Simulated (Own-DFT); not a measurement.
# Point defects and the pressure they add: C11b WSi2

Source: density functional calculations with Own-DFT, an unreviewed in-house program that is no longer used. Nothing was measured or relaxed, and spin and spin-orbit coupling are left out.

Method: PBE; PseudoDojo norm-conserving scalar-relativistic files; cutoff 50 hartree; 5 x 5 x 5 k mesh centred on Gamma; cold (Marzari-Vanderbilt) smearing of 0.2 eV.

Caveats: forces on such cells failed a check on a denser k mesh; stress not checked against mesh or cutoff.

All runs share one cell, with vectors in Å (-2.148, -5.953, 3.409); (-6.444, 2.976, 1.136); (-2.553, -2.948, -6.757) and a volume of 403.2 Å³. Atoms were moved at random from their sites; u is the rms move along one axis. The defect's site can differ from row to row.

```
cell,formula,u (Å),P (GPa)
no defect,Si20W10,0.0177,4.29
no defect,Si20W10,0.0189,4.40
no defect,Si20W10,0.0536,6.90
one W vacancy,Si20W9,0.0280,3.32
one W vacancy,Si20W9,0.0310,3.57
one W vacancy,Si20W9,0.0479,4.03
one W vacancy,Si20W9,0.0521,?
one W on a Si site,Si19W11,0.0293,9.87
one W on a Si site,Si19W11,0.0504,11.45
one W on a Si site,Si19W11,0.0520,11.01
one Si on a W site,Si21W9,0.0312,6.49
one Si on a W site,Si21W9,0.0530,7.41
one Si on a W site,Si21W9,0.0556,7.59
one Si vacancy,Si19W10,0.0312,3.65
one Si vacancy,Si19W10,0.0494,3.97
one Si vacancy,Si19W10,0.0557,5.08
```

## Working it out

P = P0 + c u² + a shift for each defect gives P0 = 4.34 GPa, c = 724 ± 97 GPa/Å² and a scatter of 0.35 GPa. The shifts, and each times the cell's volume:

- one W on a Si site: 4.96 ± 0.30 GPa, 12.5 eV
- one Si on a W site: 1.17 ± 0.30 GPa, 2.9 eV
- one W vacancy: -1.67 ± 0.28 GPa, -4.2 eV
- one Si vacancy: -1.68 ± 0.30 GPa, -4.2 eV

A positive shift means that the defect pushes the cell outwards. Shift times volume (160.2 GPa Å³ is 1 eV) depends little on the cell's size, so, taken for each site, it can be compared between cells at like pressure. The atoms around the defects weren't relaxed, which would change these numbers.

## Prediction

Q: what pressure belongs in the blank (one W vacancy, u = 0.0521 Å)?

From the fit: 4.63 ± 0.42 GPa. DFT gave 5.11 GPa.
